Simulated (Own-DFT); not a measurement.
# How strain changes the stress of C40 NbSi2, 36 atoms (Nb12Si24)

Calculated results; nothing here was measured. They come from Own-DFT, an in-house plane-wave density functional program, since retired, whose code no person has reviewed. Each row is one single-point run on a periodic cell that was not relaxed, without spin or spin-orbit coupling.

Settings of every run: PBE; PseudoDojo norm-conserving scalar-relativistic files; cutoff 42 hartree; 4 x 4 x 5 k mesh centred on Gamma; cold (Marzari-Vanderbilt) smearing of 0.2 eV.

Known limits: forces on such cells failed a check on a denser k mesh; stress not checked against mesh or cutoff.

Unstrained cell vectors in Å: (0.000, 8.324, 0.000); (-9.613, 0.000, 0.000); (0.000, 0.000, 6.586). The unstrained cell was taken from the Materials Project. The random moves and any unrelaxed bonds add to the pressure at no strain. Each run strains this cell uniformly, with the atoms carried along. Every atom was also moved at random, by a Gaussian of width 0.05 Å on each axis. Strain is the symmetric tensor, in per cent. Stress is positive in tension, and the pressure is minus a third of its trace.

```
run  e_xx (%)  e_yy (%)  e_zz (%)  e_yz (%)  e_xz (%)  e_xy (%)  s_xx (GPa)  s_yy (GPa)  s_zz (GPa)  s_yz (GPa)  s_xz (GPa)  s_xy (GPa)  P (GPa)  E (meV/atom)
  1      1.46     -0.27      0.30      1.74     -0.23     -0.49        3.01       -1.70       -1.06        5.29       -0.99       -1.35    -0.08           0.0
  2      0.97     -0.59     -0.96      0.82      0.40      0.21       -0.26       -4.85       -7.56        2.45        1.78        1.11     4.22          14.7
  3     -1.04     -0.84     -1.76     -1.00      1.08     -1.73      -10.13       -8.19      -14.88       -3.52        2.94       -6.10    11.07          57.6
  4      0.35     -1.95      1.99     -0.63     -1.89     -0.81       -1.14       -7.75        3.52       -1.49       -5.60       -2.68     1.79          18.8
  5     -1.70      1.57      1.44      1.46     -1.81     -1.15       -6.23        2.68        2.08        3.89       -5.33       -3.83     0.49          21.5
  6      0.88     -1.18     -0.04     -0.97     -1.88      1.05       -0.20       -6.12       -4.86       -2.81       -6.38        3.07     3.73          22.2
  7      1.71      0.95     -1.90     -0.63      0.66     -1.91        2.90        0.44      -10.88       -1.79        2.10       -4.44     2.52          23.4
  8     -1.26      0.94     -0.01      1.51     -0.38     -0.41       -6.63        0.62       -3.80        4.66       -1.48       -1.11     3.27           6.9
  9      1.44     -1.56      1.97      0.95     -0.71      1.47        3.24       -5.90        4.74        3.00       -2.01        3.98    -0.69          13.5
 10      0.62      1.84      0.22      1.14     -0.25     -1.12        0.93        4.57       -0.53        3.38       -0.64       -2.36    -1.66           5.0
 11      0.97     -0.72     -0.92      0.88     -1.77      1.42       -0.39       -5.41       -8.24        3.13       -5.37        4.11     4.68          27.0
 12     -0.90      0.17      0.47     -1.20      0.64     -1.49       -4.21       -2.40       -2.13       -4.05        2.22       -4.35     2.91           6.5
 13     -0.92      0.86      1.17      0.64     -1.70      1.02       -4.19        1.17        1.39        2.38       -4.29        3.33     0.55          10.2
 14     -0.90     -0.38     -0.85      0.43     -0.74      1.68       -7.34       -5.29       -8.88        0.47       -2.51        5.51     7.17          26.8
 15      0.31     -0.92      0.62     -1.99     -0.83     -1.37       -1.42       -4.79       -1.54       -6.09       -2.49       -3.99     2.58          11.9
 16     -0.07     -0.10     -0.42     -0.92     -0.66      1.04           ?           ?           ?           ?           ?           ?        ?             ?
```

E is the free energy for each atom above the lowest run shown.

## Worked fit

Each stress component was fitted by least squares to a constant and the strains of the runs shown, as fractions, with shears doubled. Shear strains stay in the fit of a normal stress only where such slopes are resolved. The slopes, in GPa:

```
stress,at no strain,per e_xx,per e_yy,per e_zz,scatter
s_xx,-2.6,382 ± 13,90 ± 13,108 ± 12,0.53
s_yy,-2.6,74 ± 10,365 ± 10,85 ± 8,0.38
s_zz,-4.0,97 ± 12,102 ± 12,470 ± 11,0.48
```

Each shear stress against twice its own strain: yz 152 ± 6, xz 159 ± 9, xy 158 ± 7 GPa. These are stiffnesses along x, y and z of the frame in which the cell vectors are given, which need not be the crystal's axes. The atoms are held to the strained lattice; where symmetry lets them move under strain, relaxing them would lower some slopes. The table should be nearly symmetric about its diagonal, and what it lacks of that shows the noise. A ninth of its sum, 197 ± 8 GPa, estimates the bulk modulus near the mean pressure of these runs, 2.8 GPa, so it lies above the value at zero pressure.

## Withheld run

Question: what normal stresses and pressure should run 16 give?

The fit gives s_xx = -3.5, s_yy = -3.3, s_zz = -6.2 and P = 4.3 GPa. The calculation gave -3.64, -3.13, -6.36 and P = 4.37 GPa.
